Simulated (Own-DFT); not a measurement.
# Stretching a layer in its plane: wurtzite AlN, 72 atoms (Al36N36)

Everything here is calculated. The program is Own-DFT (plane waves, in-house, since retired, never reviewed by a person); positions were held fixed, and spin and spin-orbit coupling were off.

Settings: PBE; PseudoDojo norm-conserving scalar-relativistic files; cutoff 42 hartree; 3 x 3 x 2 k mesh centred on Gamma; Fermi-Dirac smearing of 0.1 eV.

Known weak points: forces on such cells moved up to 12 meV/angstrom on a denser k mesh; stress not checked against mesh or cutoff.

Unstrained cell vectors in Å: (9.336, 0.000, 0.000); (-4.668, 8.085, 0.000); (0.000, 0.000, 9.964). The unstrained cell has measured lattice constants (interpolated for alloys), not those of this functional. That, the random moves and any unrelaxed bonds set the pressure at no strain. Each run strains x and y alike by e, as a substrate would, and holds the height along z. Each coordinate of each atom was shifted by a normal deviate of width 0.05 Å. Stress is positive in tension.

| e (%) | u (Å) | (s_xx + s_yy)/2 (GPa) | s_zz (GPa) |
|---|---|---|---|
| -3.00 | 0.049 | -26.37 | -8.69 |
| -2.75 | 0.051 | -24.23 | -9.83 |
| -2.50 | 0.051 | -23.42 | -9.91 |
| -1.75 | 0.046 | -16.55 | -7.04 |
| -1.50 | 0.054 | -16.38 | -8.09 |
| -1.25 | 0.047 | ? | ? |
| -1.00 | 0.049 | -12.77 | -5.54 |
| 0.75 | 0.047 | -1.48 | -2.85 |
| 1.25 | 0.050 | 2.20 | -5.67 |
| 2.25 | 0.049 | 5.60 | -1.99 |

## Worked fit

With e as a fraction, the in-plane stress is -5.9 + 603 e - 2858 e² GPa (errors 17 and 1085, scatter 0.77), and s_zz is -5.4 + 137 e GPa (slope ± 24, scatter 1.26). At e = 0 the first slope is C11 + C12 and the second 2 C13, both with the ions held to the strained lattice and at the cell's own pressure. A free layer would change its height as e changes, and the in-plane slope would drop by 2 C13²/C33 to the biaxial modulus. At fixed height, a misfit of 1 % moves the in-plane stress by about 6.0 GPa and s_zz by 1.4 GPa.

## Withheld run

Asked: what are the two stresses at e = -1.25 %?

From the fit: -13.9 and -7.1 GPa. The calculation gave -12.66 and -7.47 GPa.
